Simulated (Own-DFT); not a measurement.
# Point defects and the pressure they add: zincblende GaAs

Calculated, not measured: single-point runs of Own-DFT, a retired in-house plane-wave DFT program that no person has reviewed, on unrelaxed cells, without spin or spin-orbit coupling.

Method: PBE; PseudoDojo norm-conserving scalar-relativistic files; cutoff 42 hartree; 3 x 3 x 3 k mesh centred on Gamma; Fermi-Dirac smearing of 0.1 eV.

Known weak points (not all hold for every row): not probed for a lower state with spin; forces not confirmed at this smearing and k mesh; stress not checked against mesh or cutoff.

All runs share one cell, with vectors in Å (11.737, 0.000, 0.000); (0.000, 11.737, 0.000); (0.000, 0.000, 10.919) and a volume of 1504.3 Å³, strained against the parent crystal. Atoms were moved at random from their sites; u is the rms move along one axis. The defect's site can differ from row to row.

```
cell,formula,u (Å),P (GPa)
no defect,As32Ga32,0.0289,0.79
no defect,As32Ga32,0.0310,0.78
no defect,As32Ga32,0.0497,0.96
one P on an As site,As31Ga32P,0.0310,0.52
one P on an As site,As31Ga32P,0.0515,0.99
one P on an As site,As31Ga32P,0.0520,0.88
one In on a Ga site,As32Ga31In,0.0293,1.33
one In on a Ga site,As32Ga31In,0.0303,1.29
one In on a Ga site,As32Ga31In,0.0506,1.61
one As vacancy and one Ga vacancy,As31Ga31,0.0306,0.52
one As vacancy and one Ga vacancy,As31Ga31,0.0307,0.45
one As vacancy and one Ga vacancy,As31Ga31,0.0559,1.00
one Al on a Ga site,AlAs32Ga31,0.0286,0.71
one Al on a Ga site,AlAs32Ga31,0.0293,0.72
one Al on a Ga site,AlAs32Ga31,0.0463,?
one Al on a Ga site,AlAs32Ga31,0.0495,1.02
```

## What the rows give

P = P0 + c u² + a shift for each defect gives P0 = 0.56 GPa, c = 199 ± 19 GPa/Å² and a scatter of 0.06 GPa. The shifts, and each times the cell's volume:

- one In on a Ga site: 0.56 ± 0.05 GPa, 5.3 eV
- one Al on a Ga site: -0.02 ± 0.05 GPa, -0.2 eV (not resolved)
- one P on an As site: -0.18 ± 0.05 GPa, -1.7 eV
- one As vacancy and one Ga vacancy: -0.24 ± 0.05 GPa, -2.2 eV

Against the defect-free cell, a freed cell would be larger where the shift is positive and smaller where it is negative (160.2 GPa Å³ is 1 eV). The atoms around the defects weren't relaxed, which would change these numbers.

## Check

Q: what pressure belongs in the blank (one Al on a Ga site, u = 0.0463 Å)?

The fit gives 0.97 ± 0.07 GPa. DFT gave 0.99 GPa.
